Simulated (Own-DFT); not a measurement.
# A surface energy from a slab and the bulk: wurtzite AlN, m plane (10-10)

Calculated, not measured: single-point runs of Own-DFT, a retired in-house plane-wave DFT program that no person has reviewed, on unrelaxed cells, without spin or spin-orbit coupling.

Keep in mind (not all hold for every row): some atoms lie very close together; forces not confirmed at this smearing and k mesh; k mesh not checked against a denser one.

Both sets of runs: PBE; PseudoDojo norm-conserving scalar-relativistic files; cutoff 42 hartree; Gaussian smearing of 0.01 eV. The slab has 128 atoms in 16 layers, two equal faces of 62.02 Å² as cut, 15 Å of vacuum, a dipole correction along the normal and a 6 x 3 x 1 mesh. The bulk cell has 72 atoms, the same measured lattice constants and a 4 x 4 x 3 mesh. All atoms were moved at random; u is the rms move along one axis. Energies are counted from -174.06 eV for each atom.

```
slab run   u (Å)  E (eV, cell)
       1  0.0198        20.078
       2  0.0198        20.138
       3  0.0200        20.569
       4  0.0201        20.294
       5  0.0204        20.340
       6  0.0205        20.650
       7  0.0486        27.999
       8  0.0508        28.360
       9  0.0893        56.047
      10  0.0973        56.098
      11  0.0998        61.283
      12  0.1047        59.552
```

| bulk run | u (Å) | E (meV/atom) |
|---|---|---|
| 1 | 0.0190 | -3.07 |
| 2 | 0.0195 | -3.63 |
| 3 | 0.0201 | -1.09 |
| 4 | 0.0207 | -1.35 |
| 5 | 0.0209 | -0.96 |
| 6 | 0.0209 | -0.92 |
| 7 | 0.0937 | 244.54 |
| 8 | 0.0954 | 283.11 |
| 9 | 0.0961 | 320.67 |
| 10 | 0.0965 | 352.12 |

The question: what is the energy of the unrelaxed surface?

## Working it out

Take each set to u = 0 with E = a + b u². Rows are weighted down as u grows, with residuals divided by u² + 0.0006 Å². Slab: a = 18.68 ± 0.13 eV. Bulk: a = -16.0 ± 1.2 meV/atom. The excess is 18.68 - 128 x (-0.0160) = 20.72 ± 0.20 eV. Over two faces that is 167 meV/Å², or 2.68 ± 0.03 J/m². Relaxing the faces would lower the energy, and the unlike meshes and the reach from the smallest u down to zero add errors that aren't counted here.
